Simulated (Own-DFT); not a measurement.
GaP (zincblende, atoms displaced), SiC (2H silicon carbide, strained, atoms displaced) (calculated)

A calculation, not a measurement: plane-wave PBE density functional theory by an unreviewed code, no spin, of a simulated periodic cell, stress positive in tension, free energy of the whole cell less one offset for each atom, forces on such cells passed a denser k mesh, this cell's mesh not checked; offsets are fitted by least squares, one for each functional and potential file, so energies compare only between cells with the same atoms and settings and are not formation energies; the far tail of each file's local potential was reset to the Coulomb form; each entry is a single point on an unrelaxed cell, so the pressure reflects the starting lattice, mostly measured values (interpolated for alloys), from which strain is counted, and rises with the displacements; printed positions are rounded, which can move forces by about a meV/angstrom; the program, named Own-DFT, is a retired in-house code; no spin-orbit coupling; before rounding, a Quantum ESPRESSO 7.3.1 run of the same cell and cutoff gave forces within 1 meV/angstrom rms on each cell, which checks the program and not the settings. Program: Own-DFT development build.

Common to all runs: functional PBE; potential files PseudoDojo norm-conserving, scalar-relativistic, standard set; wave cutoff 42 hartree; occupations Fermi-Dirac; smearing width 0.1 eV.

(1) GaP (zincblende, atoms displaced)

```cif
# cell vector a (Å): 10.9010 0.0000 0.0000
# cell vector b (Å): 0.0000 10.9010 0.0000
# cell vector c (Å): 0.0000 0.0000 10.9010
data_GaP
_symmetry_space_group_name_H-M 'P 1'
_symmetry_Int_Tables_number 1
_cell_length_a 10.9010
_cell_length_b 10.9010
_cell_length_c 10.9010
_cell_angle_alpha 90.000
_cell_angle_beta 90.000
_cell_angle_gamma 90.000
_cell_volume 1295.39
loop_
_atom_site_label
_atom_site_type_symbol
_atom_site_fract_x
_atom_site_fract_y
_atom_site_fract_z
_atom_site_occupancy
Ga1 Ga 0.99952 0.00159 0.00020 1
Ga2 Ga 0.00350 0.24666 0.25106 1
Ga3 Ga 0.24867 0.00086 0.24969 1
Ga4 Ga 0.25044 0.24983 0.99747 1
P1 P 0.12473 0.12696 0.12541 1
P2 P 0.12495 0.37343 0.37603 1
P3 P 0.37687 0.12312 0.37765 1
P4 P 0.37492 0.37262 0.12470 1
Ga5 Ga 0.00271 0.99842 0.49538 1
Ga6 Ga 0.00311 0.24895 0.75464 1
Ga7 Ga 0.25025 0.00015 0.74693 1
Ga8 Ga 0.24734 0.25173 0.49655 1
P5 P 0.12362 0.12717 0.62403 1
P6 P 0.12269 0.37241 0.87697 1
P7 P 0.37186 0.12672 0.87445 1
P8 P 0.37494 0.37510 0.62430 1
Ga9 Ga 0.00160 0.49942 0.00215 1
Ga10 Ga 0.00062 0.74897 0.24763 1
Ga11 Ga 0.25246 0.49817 0.24975 1
Ga12 Ga 0.24823 0.75412 0.99919 1
P9 P 0.12335 0.62607 0.12825 1
P10 P 0.12371 0.87653 0.37712 1
P11 P 0.37524 0.62422 0.37258 1
P12 P 0.37851 0.87315 0.12534 1
Ga13 Ga 0.00164 0.49789 0.50109 1
Ga14 Ga 0.00165 0.74876 0.74893 1
Ga15 Ga 0.25048 0.49881 0.75186 1
Ga16 Ga 0.25118 0.74803 0.50069 1
P13 P 0.12514 0.62625 0.62487 1
P14 P 0.12314 0.87507 0.87534 1
P15 P 0.37431 0.62631 0.87399 1
P16 P 0.37665 0.87255 0.62820 1
Ga17 Ga 0.50032 0.99923 0.99897 1
Ga18 Ga 0.49949 0.24999 0.25086 1
Ga19 Ga 0.74852 0.99617 0.25122 1
Ga20 Ga 0.74692 0.24907 0.99891 1
P17 P 0.62895 0.12473 0.12325 1
P18 P 0.62881 0.37293 0.37508 1
P19 P 0.87715 0.12380 0.37672 1
P20 P 0.87342 0.37397 0.12403 1
Ga21 Ga 0.49850 0.99899 0.49877 1
Ga22 Ga 0.49983 0.25096 0.75105 1
Ga23 Ga 0.75144 0.00394 0.75368 1
Ga24 Ga 0.74830 0.24889 0.50079 1
P21 P 0.62317 0.12512 0.62567 1
P22 P 0.62388 0.37176 0.87603 1
P23 P 0.87791 0.12397 0.87703 1
P24 P 0.87334 0.37037 0.62477 1
Ga25 Ga 0.49903 0.50240 0.99944 1
Ga26 Ga 0.49733 0.75045 0.24959 1
Ga27 Ga 0.74912 0.50124 0.25077 1
Ga28 Ga 0.74977 0.74931 0.99967 1
P25 P 0.62304 0.62926 0.12595 1
P26 P 0.62112 0.87765 0.37630 1
P27 P 0.87575 0.62152 0.37413 1
P28 P 0.87495 0.87644 0.12568 1
Ga29 Ga 0.50037 0.50092 0.50082 1
Ga30 Ga 0.49828 0.74702 0.75042 1
Ga31 Ga 0.74569 0.50149 0.75308 1
Ga32 Ga 0.75318 0.75007 0.49985 1
P29 P 0.62415 0.62427 0.61948 1
P30 P 0.62575 0.87404 0.86996 1
P31 P 0.87562 0.62376 0.87308 1
P32 P 0.87257 0.87413 0.62415 1
```

Here we set k mesh 3 x 3 x 3 centred on Gamma.

It finds free energy of cell above offsets -35.662 eV; pressure 2.72 GPa; stress xx -2.72 GPa; stress yy -2.73 GPa; stress zz -2.72 GPa; stress yz -0.06 GPa; stress xz -0.07 GPa; stress xy 0.04 GPa.

Force:
| element | x (eV/Å) | y (eV/Å) | z (eV/Å) |
| --- | --- | --- | --- |
| Ga | 0.142 | -0.228 | 0.266 |
| Ga | -0.628 | 0.388 | -0.021 |
| Ga | 0.258 | -0.146 | 0.021 |
| Ga | -0.129 | 0.019 | 0.346 |
| P | 0.292 | -0.29 | -0.281 |
| P | -0.006 | 0.379 | -0.42 |
| P | -0.432 | 0.303 | -0.383 |
| P | 0.067 | 0.228 | -0.139 |
| Ga | -0.506 | 0.219 | 0.833 |
| Ga | -0.5 | -0.031 | -0.583 |
| Ga | -0.208 | 0.045 | 0.133 |
| Ga | 0.441 | -0.303 | 0.453 |
| P | 0.158 | -0.3 | -0.044 |
| P | 0.439 | 0.549 | 0.001 |
| P | 0.388 | -0.401 | -0.068 |
| P | -0.104 | -0.017 | 0 |
| Ga | -0.341 | 0.058 | -0.028 |
| Ga | -0.313 | 0.282 | 0.502 |
| Ga | -0.321 | -0.015 | -0.017 |
| Ga | 0.11 | -0.362 | 0.238 |
| P | 0.603 | -0.236 | -0.492 |
| P | 0.522 | -0.626 | -0.532 |
| P | -0.01 | -0.028 | 0.289 |
| P | -0.642 | 0.472 | -0.152 |
| Ga | -0.304 | -0.042 | 0.171 |
| Ga | -0.382 | 0.216 | -0.029 |
| Ga | -0.185 | -0.04 | -0.179 |
| Ga | 0.015 | 0.253 | -0.106 |
| P | 0.134 | -0.426 | 0.051 |
| P | 0.08 | 0.273 | -0.208 |
| P | -0.239 | -0.146 | 0.331 |
| P | -0.198 | 0.158 | -0.452 |
| Ga | 0.137 | 0.111 | -0.14 |
| Ga | 0.32 | -0.213 | -0.048 |
| Ga | 0.203 | 0.451 | 0.069 |
| Ga | 0.572 | 0.046 | 0.059 |
| P | -0.596 | -0.21 | 0.323 |
| P | -0.58 | 0.276 | -0.037 |
| P | -0.411 | -0.012 | -0.284 |
| P | 0.157 | -0.047 | 0.225 |
| Ga | 0.043 | 0.016 | 0.637 |
| Ga | -0.201 | -0.134 | -0.217 |
| Ga | -0.042 | -0.268 | -0.527 |
| Ga | 0.246 | -0.267 | -0.015 |
| P | 0.052 | -0.116 | 0.045 |
| P | -0.139 | 0.542 | 0.018 |
| P | -0.307 | 0.336 | -0.033 |
| P | 0.185 | 0.485 | 0.485 |
| Ga | 0.079 | -0.192 | 0.156 |
| Ga | 0.302 | 0.04 | 0.3 |
| Ga | -0.007 | -0.151 | -0.315 |
| Ga | 0.137 | 0.199 | -0.151 |
| P | 0.177 | -0.461 | -0.059 |
| P | 0.38 | -0.654 | -0.118 |
| P | 0.155 | 0.378 | 0.103 |
| P | -0.003 | -0.281 | -0.145 |
| Ga | -0.058 | -0.393 | -0.402 |
| Ga | 0.464 | 0.013 | -0.265 |
| Ga | 0.261 | -0.319 | -0.525 |
| Ga | -0.314 | -0.042 | -0.33 |
| P | 0.148 | 0.227 | 0.673 |
| P | -0.101 | 0.006 | 0.479 |
| P | 0.042 | 0.035 | 0.316 |
| P | 0.494 | 0.393 | 0.223 |

(2) SiC (2H silicon carbide, strained, atoms displaced)

```cif
# cell vector a (Å): 9.0854 0.1190 0.1001
# cell vector b (Å): -4.4396 7.9829 0.0695
# cell vector c (Å): 0.1090 0.1503 9.9721
data_SiC
_symmetry_space_group_name_H-M 'P 1'
_symmetry_Int_Tables_number 1
_cell_length_a 9.0867
_cell_length_b 9.1346
_cell_length_c 9.9738
_cell_angle_alpha 89.114
_cell_angle_beta 88.731
_cell_angle_gamma 118.321
_cell_volume 728.28
loop_
_atom_site_label
_atom_site_type_symbol
_atom_site_fract_x
_atom_site_fract_y
_atom_site_fract_z
_atom_site_occupancy
Si1 Si 0.99415 0.00535 0.00046 1
Si2 Si 0.11205 0.22731 0.24241 1
C1 C 0.01187 0.01021 0.18332 1
C2 C 0.11028 0.22412 0.43861 1
Si3 Si 0.00467 0.00255 0.49637 1
Si4 Si 0.10597 0.21996 0.75028 1
C3 C 0.00176 0.00203 0.68715 1
C4 C 0.11411 0.22254 0.93739 1
Si5 Si 0.00137 0.33739 0.00872 1
Si6 Si 0.11071 0.54788 0.24695 1
C5 C 0.99683 0.33325 0.18880 1
C6 C 0.12096 0.55881 0.43504 1
Si7 Si 0.99380 0.32868 0.51239 1
Si8 Si 0.11223 0.55723 0.75894 1
C7 C 0.99884 0.33772 0.68784 1
C8 C 0.10301 0.54677 0.93227 1
Si9 Si 0.00363 0.66521 0.98622 1
Si10 Si 0.12442 0.89672 0.24005 1
C9 C 0.99584 0.67038 0.18110 1
C10 C 0.10999 0.88344 0.43820 1
Si11 Si 0.99061 0.65372 0.49520 1
Si12 Si 0.11208 0.88961 0.75330 1
C11 C 0.00610 0.66311 0.68816 1
C12 C 0.10965 0.88427 0.93203 1
Si13 Si 0.35111 0.01590 0.00234 1
Si14 Si 0.45398 0.22748 0.24887 1
C13 C 0.33213 0.99601 0.19165 1
C14 C 0.44522 0.21990 0.43165 1
Si15 Si 0.32449 0.99846 0.50397 1
Si16 Si 0.43707 0.22425 0.74378 1
C15 C 0.34747 0.00792 0.68962 1
C16 C 0.44116 0.21414 0.93732 1
Si17 Si 0.33032 0.33723 0.00601 1
Si18 Si 0.44839 0.56076 0.24452 1
C17 C 0.33052 0.33267 0.18244 1
C18 C 0.44130 0.55628 0.43260 1
Si19 Si 0.33359 0.33157 0.49886 1
Si20 Si 0.45054 0.56567 0.75051 1
C19 C 0.32740 0.33212 0.69543 1
C20 C 0.44015 0.55605 0.93351 1
Si21 Si 0.34411 0.65861 0.00215 1
Si22 Si 0.43599 0.88531 0.25331 1
C21 C 0.33585 0.66889 0.18219 1
C22 C 0.44718 0.89362 0.43569 1
Si23 Si 0.33529 0.68268 0.49738 1
Si24 Si 0.43971 0.88788 0.75304 1
C23 C 0.33556 0.66870 0.69108 1
C24 C 0.45166 0.91041 0.94483 1
Si25 Si 0.67448 0.99767 0.99738 1
Si26 Si 0.75726 0.20772 0.25124 1
C25 C 0.66245 0.00746 0.19428 1
C26 C 0.77269 0.22145 0.43424 1
Si27 Si 0.65942 0.99216 0.50762 1
Si28 Si 0.77800 0.21430 0.74366 1
C27 C 0.67305 0.00674 0.68614 1
C28 C 0.77722 0.21234 0.93945 1
Si29 Si 0.66320 0.32989 0.99549 1
Si30 Si 0.77678 0.55253 0.24743 1
C29 C 0.65839 0.33170 0.18603 1
C30 C 0.78636 0.55401 0.43966 1
Si31 Si 0.66697 0.34081 0.50493 1
Si32 Si 0.77491 0.55338 0.75438 1
C31 C 0.66751 0.33599 0.68337 1
C32 C 0.77847 0.54339 0.94077 1
Si33 Si 0.67253 0.66926 0.99809 1
Si34 Si 0.76425 0.88573 0.25057 1
C33 C 0.66661 0.67870 0.18097 1
C34 C 0.77990 0.88859 0.43300 1
Si35 Si 0.66449 0.66938 0.50128 1
Si36 Si 0.78081 0.88797 0.74039 1
C35 C 0.68100 0.67068 0.68526 1
C36 C 0.77857 0.89635 0.93584 1
```

Here we set k mesh 4 x 4 x 3 centred on Gamma.

The calculation gives: free energy of cell above offsets -3.558 eV; pressure 11.35 GPa; stress xx -13.5 GPa; stress yy -5.8 GPa; stress zz -14.74 GPa; stress yz 5.08 GPa; stress xz 3.33 GPa; stress xy 6.05 GPa.

Force:
| element | x (eV/Å) | y (eV/Å) | z (eV/Å) |
| --- | --- | --- | --- |
| Si | 2.189 | -0.758 | -0.588 |
| Si | -0.012 | -1.006 | 1.952 |
| C | -1.771 | -1.017 | 0.819 |
| C | 0.43 | -0.081 | -0.413 |
| Si | -0.454 | -0.416 | -0.273 |
| Si | -0.047 | 0.28 | 0.31 |
| C | 0.299 | 0.146 | -0.449 |
| C | -0.765 | 0.665 | 0.328 |
| Si | -0.445 | -1.672 | -2.357 |
| Si | -1.227 | 1.441 | 0.263 |
| C | -1.055 | -0.274 | 0.55 |
| C | -1.067 | -1.035 | 0.379 |
| Si | 0.309 | 0.831 | -4.205 |
| Si | 0.554 | -0.944 | -3.295 |
| C | 0.498 | -0.155 | 1.881 |
| C | 2.337 | 0.838 | 2.891 |
| Si | -0.919 | 0.529 | 2.549 |
| Si | -3.499 | -2.416 | 1.801 |
| C | 1.559 | -0.323 | 0.006 |
| C | -0.084 | 0.016 | -0.619 |
| Si | 2.581 | 2.519 | 1.213 |
| Si | 0.668 | -0.308 | -1.773 |
| C | -1.806 | 0.88 | -0.118 |
| C | -0.069 | 1.505 | 1.839 |
| Si | -3.489 | -3.272 | 1.308 |
| Si | -3.104 | -1.907 | 0.127 |
| C | 1.519 | 2.935 | -1.389 |
| C | -0.249 | 0.634 | 1.815 |
| Si | 1.046 | 0.314 | -0.894 |
| Si | 2.336 | -0.322 | 1.656 |
| C | -2.642 | -0.595 | -0.856 |
| C | -0.746 | 4.478 | -0.965 |
| Si | 0.983 | -1.4 | -2.986 |
| Si | -0.297 | -1.101 | 0.615 |
| C | 1.018 | 1.359 | 2.108 |
| C | 0.801 | 0.552 | 1.171 |
| Si | -0.939 | 0.403 | -0.059 |
| Si | 0.55 | -1.702 | -0.955 |
| C | -0.148 | 1.772 | -1.969 |
| C | 3.853 | -0.826 | 0.08 |
| Si | -4.996 | 3.526 | -0.49 |
| Si | 1.36 | 0.014 | -0.991 |
| C | -0.413 | -0.334 | 1.277 |
| C | -0.556 | 0.268 | 1.025 |
| Si | 0.704 | -2.773 | 0.618 |
| Si | 1.59 | 0.605 | 1.09 |
| C | -0.523 | 0.902 | -0.663 |
| C | 3.427 | -4.396 | -1.926 |
| Si | -3.643 | 1.218 | 1.727 |
| Si | 1.744 | 3.783 | 0.652 |
| C | 0.307 | -3.245 | -2.106 |
| C | 0.402 | -0.279 | 1.987 |
| Si | 0.495 | 1.762 | -2.77 |
| Si | -1.074 | 2.073 | 1.941 |
| C | -0.553 | -2.512 | 0.623 |
| C | 0.086 | 1.996 | -0.598 |
| Si | 0.483 | -1.763 | 0.447 |
| Si | -0.1 | 0.92 | 0.039 |
| C | 1.96 | 1.377 | -0.863 |
| C | -3.344 | -0.258 | -1.486 |
| Si | 0.372 | -1.871 | -2.145 |
| Si | 2.306 | -0.689 | -0.852 |
| C | -0.452 | -0.179 | 2.237 |
| C | -1.323 | 2.052 | -0.834 |
| Si | -0.333 | -0.091 | -0.738 |
| Si | 2.195 | 1.817 | -0.391 |
| C | 1.007 | -1.68 | 0.914 |
| C | -0.389 | -0.089 | 1.624 |
| Si | 0.896 | -0.693 | -1.634 |
| Si | -0.086 | 0.754 | 1.533 |
| C | -2.56 | -0.061 | 0.619 |
| C | 2.316 | -2.72 | -1.365 |

(3) SiC (2H silicon carbide, strained, atoms displaced)

```cif
# cell vector a (Å): 9.1383 0.1844 0.0915
# cell vector b (Å): -4.4095 8.0151 0.0148
# cell vector c (Å): 0.0996 0.0761 9.9072
data_SiC
_symmetry_space_group_name_H-M 'P 1'
_symmetry_Int_Tables_number 1
_cell_length_a 9.1406
_cell_length_b 9.1480
_cell_length_c 9.9080
_cell_angle_alpha 89.799
_cell_angle_beta 88.842
_cell_angle_gamma 117.659
_cell_volume 733.59
loop_
_atom_site_label
_atom_site_type_symbol
_atom_site_fract_x
_atom_site_fract_y
_atom_site_fract_z
_atom_site_occupancy
Si1 Si 0.99794 0.99676 0.00182 1
Si2 Si 0.10431 0.22646 0.25051 1
C1 C 0.00026 0.99937 0.18441 1
C2 C 0.10299 0.21537 0.43520 1
Si3 Si 0.00312 0.99980 0.50810 1
Si4 Si 0.10383 0.22003 0.74760 1
C3 C 0.99426 0.99931 0.68565 1
C4 C 0.09891 0.21060 0.93401 1
Si5 Si 0.98907 0.33243 0.00176 1
Si6 Si 0.10789 0.55372 0.24115 1
C5 C 0.00895 0.33342 0.18686 1
C6 C 0.11292 0.56187 0.43554 1
Si7 Si 0.99550 0.33035 0.50685 1
Si8 Si 0.11247 0.55143 0.75845 1
C7 C 0.00133 0.33954 0.68104 1
C8 C 0.11899 0.55893 0.93293 1
Si9 Si 0.00256 0.67193 0.99378 1
Si10 Si 0.11570 0.89083 0.24400 1
C9 C 0.00827 0.66993 0.18474 1
C10 C 0.11499 0.89144 0.43381 1
Si11 Si 0.00768 0.66999 0.50224 1
Si12 Si 0.11224 0.87840 0.75057 1
C11 C 0.99455 0.66655 0.68864 1
C12 C 0.11777 0.88623 0.92575 1
Si13 Si 0.34504 0.00024 0.99789 1
Si14 Si 0.44560 0.21931 0.24753 1
C13 C 0.33400 0.00155 0.18999 1
C14 C 0.46199 0.22008 0.44336 1
Si15 Si 0.34773 0.00882 0.50204 1
Si16 Si 0.45009 0.21865 0.74529 1
C15 C 0.33811 0.00090 0.68205 1
C16 C 0.43266 0.21822 0.93505 1
Si17 Si 0.33627 0.32731 0.00442 1
Si18 Si 0.45618 0.55531 0.24628 1
C17 C 0.32053 0.33403 0.19049 1
C18 C 0.44567 0.54945 0.44163 1
Si19 Si 0.33421 0.32870 0.49986 1
Si20 Si 0.43840 0.56449 0.75216 1
C19 C 0.32333 0.33274 0.68915 1
C20 C 0.44120 0.55531 0.93107 1
Si21 Si 0.32911 0.66508 0.99369 1
Si22 Si 0.44025 0.88488 0.24503 1
C21 C 0.33963 0.66849 0.18111 1
C22 C 0.44310 0.88223 0.44313 1
Si23 Si 0.33998 0.66967 0.49347 1
Si24 Si 0.45145 0.88859 0.74682 1
C23 C 0.33127 0.66903 0.68323 1
C24 C 0.44864 0.88906 0.93484 1
Si25 Si 0.66418 0.00774 0.00071 1
Si26 Si 0.76991 0.21277 0.24728 1
C25 C 0.66206 0.99921 0.18511 1
C26 C 0.76994 0.21699 0.43816 1
Si27 Si 0.66272 0.99656 0.49790 1
Si28 Si 0.79367 0.23523 0.75206 1
C27 C 0.66888 0.99815 0.68822 1
C28 C 0.77299 0.22606 0.93487 1
Si29 Si 0.66254 0.33462 0.00045 1
Si30 Si 0.78597 0.55199 0.25264 1
C29 C 0.66515 0.33244 0.17773 1
C30 C 0.78843 0.55351 0.42957 1
Si31 Si 0.66021 0.32626 0.49980 1
Si32 Si 0.77328 0.55317 0.75764 1
C31 C 0.66376 0.32718 0.68401 1
C32 C 0.77931 0.55244 0.93608 1
Si33 Si 0.67060 0.66157 0.99563 1
Si34 Si 0.78652 0.89393 0.25438 1
C33 C 0.65912 0.66570 0.19149 1
C34 C 0.77664 0.88427 0.43468 1
Si35 Si 0.66827 0.66854 0.49880 1
Si36 Si 0.78245 0.88982 0.75607 1
C35 C 0.66372 0.67111 0.68332 1
C36 C 0.79057 0.89380 0.94007 1
```

Here we set k mesh 4 x 4 x 3 centred on Gamma.

Results for SiC (2H silicon carbide, strained, atoms displaced): free energy of cell above offsets -4.326 eV; pressure 9.4 GPa; stress xx -9.1 GPa; stress yy 0.71 GPa; stress zz -19.82 GPa; stress yz 2.71 GPa; stress xz 3.61 GPa; stress xy 7.36 GPa.

Force:
| element | x (eV/Å) | y (eV/Å) | z (eV/Å) |
| --- | --- | --- | --- |
| Si | 1.144 | 0.526 | -1.376 |
| Si | 2.706 | -2.416 | 0.581 |
| C | 0.119 | 0.642 | 0.91 |
| C | 0.919 | 0.72 | 1.162 |
| Si | -0.673 | -0.59 | -2.982 |
| Si | 1.195 | -0.58 | 0.144 |
| C | 1.443 | 0.078 | 1.868 |
| C | 0.248 | 1.741 | 1.094 |
| Si | 2.173 | -0.231 | -0.82 |
| Si | 2.212 | 0.311 | 1.822 |
| C | -4.618 | 0.891 | -0.78 |
| C | 1.726 | -1.658 | -0.35 |
| Si | -0.227 | 0.926 | -4.247 |
| Si | -0.552 | 1.183 | -4.313 |
| C | 0.433 | 0.219 | 3.392 |
| C | -1.479 | -1.382 | 2.638 |
| Si | 0.449 | -0.336 | 0.383 |
| Si | -0.642 | -0.3 | 1.292 |
| C | -1.703 | 0.225 | -1.204 |
| C | 0.745 | 0.349 | 0.892 |
| Si | -1.279 | 0.238 | -0.904 |
| Si | -0.718 | 1.958 | -2.887 |
| C | 0.72 | -0.963 | 0.772 |
| C | -0.15 | 0.602 | 3.998 |
| Si | -2.608 | -0.057 | -0.123 |
| Si | -0.755 | 0.725 | 0.658 |
| C | 0.243 | 0.227 | -1.167 |
| C | -4.1 | -0.296 | -2.493 |
| Si | -1.602 | -2.319 | -1.262 |
| Si | -2.527 | 0.122 | 0.254 |
| C | -0.404 | -0.31 | 2.031 |
| C | 3.498 | -0.314 | -0.018 |
| Si | -3.868 | 1.281 | -1.145 |
| Si | -3.471 | -1.098 | 1.389 |
| C | 2.836 | -0.057 | 0.186 |
| C | 0.583 | 0.212 | -1.305 |
| Si | -0.82 | 0.072 | 0.121 |
| Si | 1.966 | -1.876 | -2.321 |
| C | 1.512 | 0.248 | -0.083 |
| C | 1.46 | -0.539 | 2.275 |
| Si | 1.459 | 0.743 | 1.033 |
| Si | 0.806 | -0.388 | 1.268 |
| C | -0.906 | -0.537 | 0.725 |
| C | 0.589 | 1.323 | -2.095 |
| Si | -1.293 | -1.857 | 0.719 |
| Si | -0.788 | 0.145 | -0.514 |
| C | -0.835 | 0.406 | 0.703 |
| C | 0.757 | -0.369 | 0.006 |
| Si | 1.731 | -1.455 | -1.054 |
| Si | 0.536 | 1.254 | 0.44 |
| C | 0.62 | 0.048 | 0.761 |
| C | 1.554 | -0.089 | -0.386 |
| Si | 0.763 | -0.122 | 0.449 |
| Si | -2.09 | -2.559 | -1.596 |
| C | 0.385 | 1.291 | 0.35 |
| C | 0.784 | 0.039 | 0.939 |
| Si | -0.789 | -0.302 | -2.013 |
| Si | -1.39 | 0.623 | -2.253 |
| C | 0.192 | 0.258 | 2.777 |
| C | -0.972 | -0.192 | 3.241 |
| Si | 2.618 | 3.046 | 0.123 |
| Si | -0.45 | 0.097 | -3.798 |
| C | 0.589 | 1.631 | 1.481 |
| C | 0.652 | -0.159 | 1.394 |
| Si | -2.454 | 1.617 | 1.143 |
| Si | -1.139 | -1.377 | -1.796 |
| C | 4.056 | 1.241 | -1.627 |
| C | 0.453 | 0.91 | 1.42 |
| Si | 0.647 | -0.987 | -0.824 |
| Si | -0.642 | -0.476 | -1.571 |
| C | 0.546 | -0.524 | 2.034 |
| C | -2.123 | -1.453 | 0.438 |
